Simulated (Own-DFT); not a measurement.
# One host, several defects: zincblende GaAs

Source: density functional calculations with Own-DFT, an unreviewed in-house program that is no longer used. Nothing was measured or relaxed, and spin and spin-orbit coupling are left out.

Settings: PBE; PseudoDojo norm-conserving scalar-relativistic files; cutoff 42 hartree; 3 x 3 x 3 k mesh centred on Gamma; Fermi-Dirac smearing of 0.1 eV.

Known weak points (not all hold for every row): not probed for a lower state with spin; forces not confirmed at this smearing and k mesh; stress not checked against mesh or cutoff.

All runs share one cell, with vectors in Å (11.737, 0.000, 0.000); (0.000, 11.737, 0.000); (0.000, 0.000, 10.833) and a volume of 1492.4 Å³, strained against the parent crystal. The atoms are randomly displaced, by u rms on each axis. The defect's site can differ from row to row.

| cell | formula | u (Å) | P (GPa) |
|---|---|---|---|
| no defect | As32Ga32 | 0.0309 | 1.29 |
| no defect | As32Ga32 | 0.0454 | 1.45 |
| no defect | As32Ga32 | 0.0480 | 1.52 |
| one As vacancy and one Ga vacancy | As31Ga31 | 0.0275 | 0.92 |
| one As vacancy and one Ga vacancy | As31Ga31 | 0.0319 | 0.95 |
| one As vacancy and one Ga vacancy | As31Ga31 | 0.0494 | 0.93 |
| one Al on a Ga site | AlAs32Ga31 | 0.0269 | 1.20 |
| one Al on a Ga site | AlAs32Ga31 | 0.0477 | 1.41 |
| one Al on a Ga site | AlAs32Ga31 | 0.0495 | 1.44 |
| one P on an As site | As31Ga32P | 0.0293 | 1.02 |
| one P on an As site | As31Ga32P | 0.0299 | 0.98 |
| one P on an As site | As31Ga32P | 0.0303 | 0.99 |
| one P on an As site | As31Ga32P | 0.0316 | ? |
| one In on a Ga site | As32Ga31In | 0.0488 | 2.20 |
| one In on a Ga site | As32Ga31In | 0.0501 | 2.15 |
| one In on a Ga site | As32Ga31In | 0.0562 | 2.25 |

## Working it out

P = P0 + c u² + a shift for each defect gives P0 = 1.25 GPa, c = 93 ± 26 GPa/Å² and a scatter of 0.06 GPa. The shifts, and each times the cell's volume:

- one In on a Ga site: 0.70 ± 0.05 GPa, 6.5 eV
- one Al on a Ga site: -0.07 ± 0.05 GPa, -0.7 eV (not resolved)
- one P on an As site: -0.34 ± 0.05 GPa, -3.2 eV
- one As vacancy and one Ga vacancy: -0.45 ± 0.05 GPa, -4.2 eV

Against the defect-free cell, a freed cell would be larger where the shift is positive and smaller where it is negative (160.2 GPa Å³ is 1 eV). The atoms around the defects weren't relaxed, which would change these numbers.

## Prediction

Question: what pressure belongs in the blank (one P on an As site, u = 0.0316 Å)?

Estimate: 1.01 ± 0.07 GPa. The run itself gave 1.01 GPa.
